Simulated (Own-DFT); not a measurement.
# Shaking the atoms of beta-Si3N4, 42 atoms (N24Si18)

All numbers below are calculated, not measured. The program, named Own-DFT, is a retired in-house plane-wave density functional code that no person has reviewed. Each row is one single-point run on a periodic cell that was not relaxed, without spin or spin-orbit coupling.

Settings of every run: PBEsol; PseudoDojo norm-conserving scalar-relativistic files, made for PBE; cutoff 42 hartree; 3 x 3 x 3 k mesh centred on Gamma; Fermi-Dirac smearing of 0.1 eV.

Known limits, some of them of some rows only: some atoms lie very close together; forces on such cells passed a denser k mesh, each cell not checked; stress not checked against mesh or cutoff.

Cell vectors in Å: (7.606, 0.000, 0.000); (-3.803, 6.587, 0.000); (0.000, 0.000, 8.727). In each run every atom was moved at random and independently from its ideal site; u is the rms move along one axis. E is the free energy for each atom above the fitted value at u = 0, and F the rms of the force components.

```
run,u (Å),E (meV/atom),F (eV/Å),largest force (eV/Å),P (GPa)
1,0.0188,16.6,0.844,2.76,3.07
2,0.0194,21.2,0.947,3.13,3.19
3,0.0198,15.2,0.813,2.61,3.19
4,0.0511,105.2,1.849,5.62,5.29
5,0.0542,?,?,?,?
6,0.0550,139.6,2.290,9.75,6.70
7,0.0940,448.0,4.691,23.79,15.35
8,0.0942,414.6,4.244,13.72,14.32
9,0.1458,738.0,5.486,24.43,20.73
```

## Worked fit

For small independent moves the energy grows as E = (3/2) K u², with K the mean stiffness felt by one atom. The runs with u up to 0.11 Å give K = 31.0 ± 1.5 eV/Å², with residuals divided by u² + 0.0006 Å², since the noise grows with the moves. The scatter is 11.1 meV/atom at u = 0.05 Å. The forces follow F = G u with G = 44.2 eV/Å²; no force at u = 0 is resolved. G exceeds K because the moves of its neighbours add to the force on an atom, and stiffness differs between atoms. At u = 0.146 Å the parabola gives 988 meV/atom and the run 738. The pressure follows P = 2.46 + 1387 u² GPa: at fixed volume, shortened bonds push harder than stretched ones pull.

## Withheld run

Question: what energy and rms force should run 5 give?

The fit gives 137 ± 14 meV/atom and about 2.40 eV/Å. The calculation gave 158.4 meV/atom and 2.441 eV/Å.
